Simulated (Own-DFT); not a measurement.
# Misfit strain and the stress it brings: diamond-structure GeSn with randomly placed atoms, 64 atoms (Ge52Sn12)

Everything here is calculated. The program is Own-DFT (plane waves, in-house, since retired, never reviewed by a person); positions were held fixed, and spin and spin-orbit coupling were off.

Settings: PBE; PseudoDojo norm-conserving scalar-relativistic files; cutoff 49 hartree; 3 x 3 x 3 k mesh centred on Gamma; Fermi-Dirac smearing of 0.1 eV.

Caveats: forces on such cells moved up to 12 meV/angstrom on a denser k mesh; stress not checked against mesh or cutoff.

Unstrained cell vectors in Å: (11.628, 0.000, 0.000); (0.000, 11.628, 0.000); (0.000, 0.000, 11.628). The unstrained cell has measured lattice constants (interpolated for alloys), not those of this functional. That, the random moves and any unrelaxed bonds set the pressure at no strain. Each run strains x and y alike by e, as a substrate would, and holds the height along z. Each coordinate of each atom was shifted by a normal deviate of width 0.05 Å. The random placing of the alloy's atoms differs from row to row. Stress is positive in tension.

```
e (%)  u (Å)  (s_xx + s_yy)/2 (GPa)  s_zz (GPa)
-1.50  0.049                  -8.20       -7.29
-1.00  0.045                      ?           ?
-0.50  0.046                  -6.57       -6.22
-0.25  0.053                  -5.91       -6.00
 0.25  0.051                  -4.91       -5.09
 0.50  0.046                  -4.60       -4.82
 0.75  0.048                  -4.44       -4.66
 1.00  0.051                  -4.07       -4.52
 2.25  0.054                  -2.28       -3.36
 2.75  0.052                  -1.36       -2.78
```

## Working it out

With e as a fraction, the in-plane stress is -5.5 + 167 e - 672 e² GPa (errors 6 and 309, scatter 0.16), and s_zz is -5.5 + 113 e - 572 e² GPa (slope ± 5, scatter 0.14). At e = 0 the first slope is C11 + C12 and the second 2 C12, both with the ions held to the strained lattice and at the cell's own pressure. A free layer would change its height as e changes, and the in-plane slope would drop by 2 C12²/C11 to the biaxial modulus. At fixed height, a misfit of 1 % moves the in-plane stress by about 1.7 GPa and s_zz by 1.1 GPa.

## Withheld run

Asked: what are the two stresses at e = -1.00 %?

The fit gives -7.3 and -6.7 GPa. DFT gave -7.17 and -6.70 GPa.
